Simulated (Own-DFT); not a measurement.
Hf₃₂O₆₃ (monoclinic hafnia with one neutral oxygen vacancy, atoms displaced) (calculated)

All values are calculated (Own-DFT development build). A calculation, not a measurement: plane-wave PBE and HSE06 DFT by an unreviewed code, no spin, of a simulated cell at Gamma alone, so results move with cell size and shape, stress positive in tension, energies less offsets, not probed for a lower state with spin; hafnium file: forces about 75 meV/angstrom off all-electron values; oxygen file: force components 24 meV/angstrom off all-electron in a glass; k mesh not checked against a denser one; forces and stress are PBE's, HSE06 gives the energy alone, and its difference from PBE has offsets of its own; offsets are fitted by least squares, one for each functional and potential file, so energies compare only between cells with the same atoms and settings and are not formation energies; the far tail of each file's local potential was reset to the Coulomb form; each entry is a single point on an unrelaxed cell, so the pressure reflects the starting lattice, mostly measured values, from which strain is counted, and rises with the displacements; printed positions are rounded, which can move forces by about a meV/angstrom; the program is a retired in-house code; no spin-orbit coupling.

### Hf₃₂O₆₃ (monoclinic hafnia with one neutral oxygen vacancy, atoms displaced)

```cif
# cell vector a (Å): 10.2340 0.0000 0.0000
# cell vector b (Å): 0.0000 10.3500 0.0000
# cell vector c (Å): -1.6955 0.0000 10.4453
data_Hf32O63
_symmetry_space_group_name_H-M 'P 1'
_symmetry_Int_Tables_number 1
_cell_length_a 10.2340
_cell_length_b 10.3500
_cell_length_c 10.5820
_cell_angle_alpha 90.000
_cell_angle_beta 99.220
_cell_angle_gamma 90.000
_cell_volume 1106.39
loop_
_atom_site_label
_atom_site_type_symbol
_atom_site_fract_x
_atom_site_fract_y
_atom_site_fract_z
_atom_site_occupancy
Hf1 Hf 0.13531 0.01526 0.10459 1
Hf2 Hf 0.36103 0.26989 0.14751 1
Hf3 Hf 0.36503 0.48159 0.39725 1
Hf4 Hf 0.14062 0.22387 0.35103 1
O1 O 0.04073 0.16672 0.17234 1
O2 O 0.46669 0.41918 0.07716 1
O3 O 0.46213 0.32768 0.32040 1
O4 O 0.03600 0.08376 0.42679 1
O5 O 0.22852 0.38039 0.24329 1
O6 O 0.27320 0.12987 0.01037 1
O7 O 0.28180 0.11579 0.26440 1
O8 O 0.22063 0.37065 0.49376 1
Hf5 Hf 0.13613 0.02190 0.60456 1
Hf6 Hf 0.36353 0.27014 0.64378 1
Hf7 Hf 0.36184 0.48157 0.89871 1
Hf8 Hf 0.13718 0.22974 0.85337 1
O9 O 0.03701 0.16921 0.67407 1
O10 O 0.46685 0.41435 0.57331 1
O11 O 0.46066 0.33336 0.82222 1
O12 O 0.03516 0.07803 0.92344 1
O13 O 0.22271 0.37834 0.74034 1
O14 O 0.27258 0.13325 0.50481 1
O15 O 0.28087 0.11671 0.76572 1
O16 O 0.22230 0.36744 0.98572 1
Hf9 Hf 0.13299 0.51868 0.10166 1
Hf10 Hf 0.35827 0.76571 0.14704 1
Hf11 Hf 0.35906 0.97928 0.39671 1
Hf12 Hf 0.13191 0.72690 0.35157 1
O17 O 0.03950 0.66337 0.17439 1
O18 O 0.46157 0.91755 0.07719 1
O19 O 0.46650 0.83270 0.32544 1
O20 O 0.03340 0.58110 0.42026 1
O21 O 0.22058 0.87959 0.23678 1
O22 O 0.28409 0.62658 0.00863 1
O23 O 0.27781 0.61845 0.26072 1
O24 O 0.22610 0.86410 0.49319 1
Hf13 Hf 0.14154 0.51867 0.59979 1
Hf14 Hf 0.36233 0.76447 0.64509 1
Hf15 Hf 0.36083 0.98243 0.89917 1
Hf16 Hf 0.14419 0.73147 0.85466 1
O25 O 0.03826 0.66534 0.67493 1
O26 O 0.46027 0.92458 0.57298 1
O27 O 0.46174 0.83788 0.82366 1
O28 O 0.03438 0.58110 0.92097 1
O29 O 0.22708 0.88268 0.74670 1
O30 O 0.27913 0.62695 0.50659 1
O31 O 0.28128 0.62310 0.76105 1
O32 O 0.22327 0.86781 0.99422 1
Hf17 Hf 0.64116 0.01530 0.10694 1
Hf18 Hf 0.86065 0.27265 0.14868 1
Hf19 Hf 0.86738 0.47892 0.39786 1
Hf20 Hf 0.63694 0.23347 0.35581 1
O33 O 0.53845 0.16441 0.17316 1
O34 O 0.96290 0.41931 0.07051 1
O35 O 0.96512 0.33167 0.32109 1
O36 O 0.54620 0.08327 0.42091 1
O37 O 0.72417 0.38250 0.23851 1
O38 O 0.77451 0.12577 0.00275 1
O39 O 0.77372 0.12271 0.25943 1
O40 O 0.72488 0.37067 0.49494 1
Hf21 Hf 0.63847 0.01942 0.60583 1
Hf22 Hf 0.86530 0.26578 0.64527 1
Hf23 Hf 0.86166 0.47964 0.89457 1
Hf24 Hf 0.63634 0.22738 0.85319 1
O41 O 0.53600 0.16709 0.67157 1
O42 O 0.96504 0.41577 0.57246 1
O43 O 0.53417 0.08479 0.92465 1
O44 O 0.72513 0.37963 0.74030 1
O45 O 0.77751 0.13206 0.51123 1
O46 O 0.78032 0.11770 0.76837 1
O47 O 0.72300 0.37100 0.98985 1
Hf25 Hf 0.63775 0.51434 0.10211 1
Hf26 Hf 0.85985 0.76843 0.14340 1
Hf27 Hf 0.86252 0.98198 0.39141 1
Hf28 Hf 0.64014 0.73114 0.34945 1
O48 O 0.53829 0.67441 0.17241 1
O49 O 0.96216 0.92119 0.07515 1
O50 O 0.96774 0.83242 0.33154 1
O51 O 0.53143 0.58100 0.42234 1
O52 O 0.72424 0.88039 0.24075 1
O53 O 0.77747 0.62187 0.00941 1
O54 O 0.77408 0.62173 0.26262 1
O55 O 0.72448 0.87131 0.48981 1
Hf29 Hf 0.64018 0.51784 0.60607 1
Hf30 Hf 0.86325 0.76789 0.65037 1
Hf31 Hf 0.86204 0.97559 0.89760 1
Hf32 Hf 0.63957 0.72925 0.85072 1
O56 O 0.54054 0.66902 0.67322 1
O57 O 0.96017 0.91523 0.57923 1
O58 O 0.96428 0.83397 0.82733 1
O59 O 0.53826 0.58338 0.93229 1
O60 O 0.72551 0.88011 0.74178 1
O61 O 0.77704 0.62722 0.51053 1
O62 O 0.77186 0.62335 0.75789 1
O63 O 0.72411 0.86984 0.99164 1
```

- first functional: PBE
- second functional: HSE06
- exact exchange share: 0.25
- screening: 0.11 1/bohr
- exchange divergence: Gygi-Baldereschi
- potential files: PseudoDojo norm-conserving, scalar-relativistic, made for PBE, standard set
- wave cutoff: 48 hartree
- occupations: fixed
- k mesh: 1 x 1 x 1 centred on Gamma
- PBE energy of cell above offsets: -93.832 eV
- HSE06 less PBE above offsets: -0.145 eV
- PBE pressure: 3.94 GPa
- PBE stress xx: -3.31 GPa
- PBE stress yy: -3.73 GPa
- PBE stress zz: -4.78 GPa
- PBE stress yz: 0.01 GPa
- PBE stress xz: -0.4 GPa
- PBE stress xy: 0.31 GPa

Force:
```csv
element,x (eV/Å),y (eV/Å),z (eV/Å)
Hf,0.912,0.961,-0.571
Hf,0.663,-0.509,-0.757
Hf,-0.304,-0.708,-0.558
Hf,0.024,1.075,0.275
O,-0.647,0.192,-0.005
O,-0.969,-0.93,0.214
O,0.085,0.807,1.193
O,-0.239,-0.063,-0.536
O,-0.657,-0.293,-0.618
O,-0.114,-0.249,0.452
O,-0.416,0.831,-0.69
O,0.318,-0.056,-0.63
Hf,0.185,-0.838,0.605
Hf,-0.393,0.231,0.504
Hf,0.448,-0.769,-0.493
Hf,0.098,-0.399,0.463
O,0.205,-0.166,-0.098
O,-0.16,-0.22,0.456
O,0.486,0.249,0.535
O,0.42,0.759,-0.544
O,-0.087,0.202,-0.213
O,0.174,-0.703,0.714
O,-0.658,1.19,-1.376
O,-0.006,0.749,0.662
Hf,1.31,-0.405,-0.019
Hf,1.127,0.873,0.228
Hf,1.473,-0.839,-0.137
Hf,1.609,0.268,0.674
O,-1.205,0.678,-0.604
O,0.337,-0.176,0.445
O,-0.697,0.512,0.339
O,0.617,0.329,0.113
O,-0.111,-0.679,0.918
O,-1.106,-0.07,0.102
O,-0.291,0.432,-0.363
O,-0.429,0.558,-0.322
Hf,-0.578,-0.271,1.089
Hf,0.315,1.719,0.359
Hf,0.514,-0.541,0.277
Hf,-0.675,-0.001,-0.321
O,0.116,-0.069,-0.272
O,0.206,-0.715,0.89
O,1.082,-0.848,0.08
O,0.501,0.405,-0.13
O,-0.686,-0.665,-0.862
O,-0.464,-0.265,0.375
O,-0.07,-0.148,-0.354
O,-0.244,-0.138,-0.288
Hf,-1.325,1.357,-1
Hf,0.153,-0.843,-1.238
Hf,-1.479,-0.238,-0.222
Hf,0.09,-0.635,-0.259
O,-0.409,0.343,-0.275
O,-0.163,-0.772,0.71
O,0.163,0.237,0.485
O,-1.354,-0.586,0.125
O,0.32,-0.663,0.516
O,-0.077,0.441,1.629
O,0.777,-0.016,0.032
O,-0.016,0.193,-0.662
Hf,0.227,0.017,-0.64
Hf,-0.667,1.014,0.417
Hf,0.039,-0.64,-0.662
Hf,0.193,-0.23,0.423
O,0.166,-0.045,-0.05
O,0.239,-0.355,0.732
O,0.052,-0.007,-0.158
O,0.619,-0.168,0.358
O,0.376,-0.64,0.1
O,-0.293,0.702,-1.438
O,0.063,-0.273,-0.04
Hf,-0.058,1.523,0.652
Hf,0.026,-0.24,0.203
Hf,-0.783,-0.348,1.499
Hf,-0.919,-0.387,1.174
O,0.161,-0.861,-0.465
O,-0.593,-1.426,1.315
O,-0.673,0.246,-0.811
O,1.09,0.659,-0.092
O,0.743,-0.441,-0.057
O,0.417,1.068,0.27
O,0.862,0.136,-0.548
O,0.074,0.047,-0.172
Hf,0.259,0.219,-0.937
Hf,0.144,0.307,-1.011
Hf,-0.146,1.078,-0.611
Hf,-1.264,0.324,0.876
O,-0.793,-0.059,-0.397
O,0.989,0.754,-0.156
O,0.788,-0.873,0.268
O,-0.209,0.551,-1.748
O,-0.327,-0.456,-0.092
O,-0.068,-0.064,0.109
O,0.587,-0.495,0.585
O,-0.026,-0.74,0.068
```
